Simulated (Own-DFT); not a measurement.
# Strain and stress in wurtzite GaN, 96 atoms (Ga48N48)

All numbers below are calculated, not measured. They come from Own-DFT, an in-house plane-wave density functional program, since retired, whose code no person has reviewed. Each row is one single-point run on a periodic cell that was not relaxed, without spin or spin-orbit coupling.

Settings of every run: PBE; PseudoDojo norm-conserving scalar-relativistic files (stringent for Ga); cutoff 96 hartree; 3 x 4 x 3 k mesh centred on Gamma; Gaussian smearing of 0.01 eV.

Known limits: forces on such cells passed a denser k mesh, each cell not checked; stress not checked against mesh or cutoff.

Unstrained cell vectors in Å: (12.756, 0.000, 0.000); (-4.784, 8.285, 0.000); (0.000, 0.000, 10.370). The unstrained cell has measured lattice constants (interpolated for alloys), not those of this functional. That, the random moves and any unrelaxed bonds set the pressure at no strain. Each run strains this cell uniformly, with the atoms carried along. Every atom was also moved at random, by a Gaussian of width 0.05 Å on each axis. Strain is the symmetric tensor, in per cent. Stress is positive in tension, and the pressure is minus a third of its trace.

```
run,e_xx (%),e_yy (%),e_zz (%),e_yz (%),e_xz (%),e_xy (%),s_xx (GPa),s_yy (GPa),s_zz (GPa),s_yz (GPa),s_xz (GPa),s_xy (GPa),P (GPa),E (meV/atom)
1,-1.63,-1.80,-0.70,-0.82,-0.91,-1.10,-19.80,-17.54,-12.40,-1.69,-1.93,-4.46,16.58,49.3
2,-1.49,-0.87,0.21,1.01,0.52,1.77,-16.34,-11.95,-7.39,2.26,1.82,5.25,11.89,35.1
3,0.60,0.78,-1.10,0.39,1.93,0.80,-4.15,-3.54,-11.73,0.71,3.49,2.75,6.47,9.1
4,-0.27,1.07,-0.82,0.16,1.54,1.97,-6.78,-3.89,-11.98,0.16,3.60,5.67,7.55,24.2
5,-1.97,-1.34,-1.84,-0.75,0.50,-1.25,-19.32,-17.56,-19.58,-1.55,0.60,-3.23,18.82,63.4
6,-1.27,1.08,-1.94,0.98,-0.62,0.35,-12.56,-5.00,-18.55,2.08,-1.48,3.42,12.04,35.8
7,-1.91,-0.50,0.68,-1.23,1.80,-0.32,-14.88,-10.58,-6.82,-2.64,3.87,-0.01,10.76,24.6
8,0.58,0.20,-0.51,0.89,-1.90,1.73,-3.93,-7.60,-9.49,2.88,-4.07,5.75,7.01,23.9
9,0.86,1.56,1.29,-1.81,-1.66,1.73,-0.79,1.20,-1.81,-3.27,-3.00,4.34,0.46,7.0
10,0.59,-1.04,1.42,1.86,0.19,1.80,-5.04,-11.73,-1.92,3.88,0.21,6.23,6.23,38.6
11,1.01,1.07,1.01,-0.40,0.04,-0.18,-1.40,-1.66,-0.86,-0.61,0.03,-0.60,1.31,0.0
12,-1.72,1.25,0.32,-1.68,1.99,1.11,-14.01,-4.13,-6.93,-3.91,3.86,3.97,8.35,40.4
13,0.38,-0.74,-0.41,-0.68,-1.65,-1.43,-7.40,-10.05,-7.83,-1.40,-3.21,-3.04,8.43,13.1
14,1.97,-1.44,-1.88,0.03,1.10,0.08,-1.56,-11.39,-17.74,-0.30,2.36,0.95,10.23,23.7
15,-1.98,0.24,1.00,1.46,1.73,-1.78,-16.84,-6.35,-3.94,2.78,3.44,-6.35,9.04,23.6
16,0.45,-0.85,1.98,-1.39,0.22,0.46,-5.12,-8.89,0.40,-2.81,0.34,1.57,4.54,21.5
17,1.30,1.73,-0.21,-1.62,1.17,-0.09,?,?,?,?,?,?,?,?
```

E is the free energy for each atom above the lowest run shown.

## Worked fit

Each stress component was fitted by least squares to a constant and the strains of the runs shown, as fractions, with shears doubled. Shear strains stay in the fit of a normal stress only where such slopes are resolved. The slopes, in GPa:

| stress | at no strain | per e_xx | per e_yy | per e_zz | scatter |
|---|---|---|---|---|---|
| s_xx | -7.5 | 471 ± 19 | 153 ± 22 | 51 ± 20 | 0.95 |
| s_yy | -7.4 | 104 ± 19 | 429 ± 23 | 62 ± 20 | 0.97 |
| s_zz | -8.0 | 59 ± 23 | 45 ± 27 | 481 ± 24 | 1.14 |

Each shear stress against twice its own strain: yz 106 ± 3, xz 101 ± 4, xy 153 ± 13 GPa. These are stiffnesses along x, y and z of the frame in which the cell vectors are given, which need not be the crystal's axes. The atoms are held to the strained lattice; where symmetry lets them move under strain, relaxing them would lower some slopes. The table should be nearly symmetric about its diagonal, and what it lacks of that shows the noise. A ninth of its sum, 206 ± 5 GPa, estimates the bulk modulus near the mean pressure of these runs, 8.7 GPa, so it lies above the value at zero pressure.

## Withheld run

Question: what normal stresses and pressure should run 17 give?

The fit gives s_xx = 1.2, s_yy = 1.3, s_zz = -7.5 and P = 1.7 GPa. The calculation gave -0.38, 1.00, -7.25 and P = 2.21 GPa.
